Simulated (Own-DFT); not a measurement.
# Which defects push the lattice out? C11b WSi2

Source: density functional calculations with Own-DFT, an unreviewed in-house program that is no longer used. Nothing was measured or relaxed, and spin and spin-orbit coupling are left out.

Settings: PBE; PseudoDojo norm-conserving scalar-relativistic files; cutoff 50 hartree; 5 x 5 x 5 k mesh centred on Gamma; cold (Marzari-Vanderbilt) smearing of 0.2 eV.

Caveats: forces on such cells failed a check on a denser k mesh; stress not checked against mesh or cutoff.

All runs share one cell, with vectors in Å (-2.148, -5.953, 3.409); (-6.444, 2.976, 1.136); (-2.553, -2.948, -6.757) and a volume of 403.2 Å³. The atoms are randomly displaced, by u rms on each axis. The defect's site can differ from row to row.

| cell | formula | u (Å) | P (GPa) |
|---|---|---|---|
| no defect | Si20W10 | 0.0199 | 4.24 |
| no defect | Si20W10 | 0.0440 | 5.60 |
| no defect | Si20W10 | 0.0482 | 5.98 |
| one W vacancy | Si20W9 | 0.0301 | 3.75 |
| one W vacancy | Si20W9 | 0.0473 | 4.68 |
| one W vacancy | Si20W9 | 0.0562 | 4.89 |
| one Si on a W site | Si21W9 | 0.0309 | 6.23 |
| one Si on a W site | Si21W9 | 0.0314 | 6.12 |
| one Si on a W site | Si21W9 | 0.0480 | ? |
| one Si on a W site | Si21W9 | 0.0503 | 7.36 |
| one W on a Si site | Si19W11 | 0.0296 | 9.96 |
| one W on a Si site | Si19W11 | 0.0501 | 10.95 |
| one W on a Si site | Si19W11 | 0.0553 | 11.33 |
| one Si vacancy | Si19W10 | 0.0311 | 3.07 |
| one Si vacancy | Si19W10 | 0.0320 | 3.24 |
| one Si vacancy | Si19W10 | 0.0442 | 4.19 |

## Working it out

P = P0 + c u² + a shift for each defect gives P0 = 4.18 GPa, c = 707 ± 63 GPa/Å² and a scatter of 0.20 GPa. The shifts, and each times the cell's volume:

- one W on a Si site: 5.05 ± 0.16 GPa, 12.7 eV
- one Si on a W site: 1.34 ± 0.16 GPa, 3.4 eV
- one W vacancy: -1.22 ± 0.16 GPa, -3.1 eV
- one Si vacancy: -1.61 ± 0.16 GPa, -4.0 eV

A positive shift means that the defect pushes the cell outwards. Shift times volume (160.2 GPa Å³ is 1 eV) depends little on the cell's size, so, taken for each site, it can be compared between cells at like pressure. The atoms around the defects weren't relaxed, which would change these numbers.

## The run left out

Q: what pressure belongs in the blank (one Si on a W site, u = 0.0480 Å)?

Estimate: 7.14 ± 0.23 GPa. DFT gave 7.33 GPa.
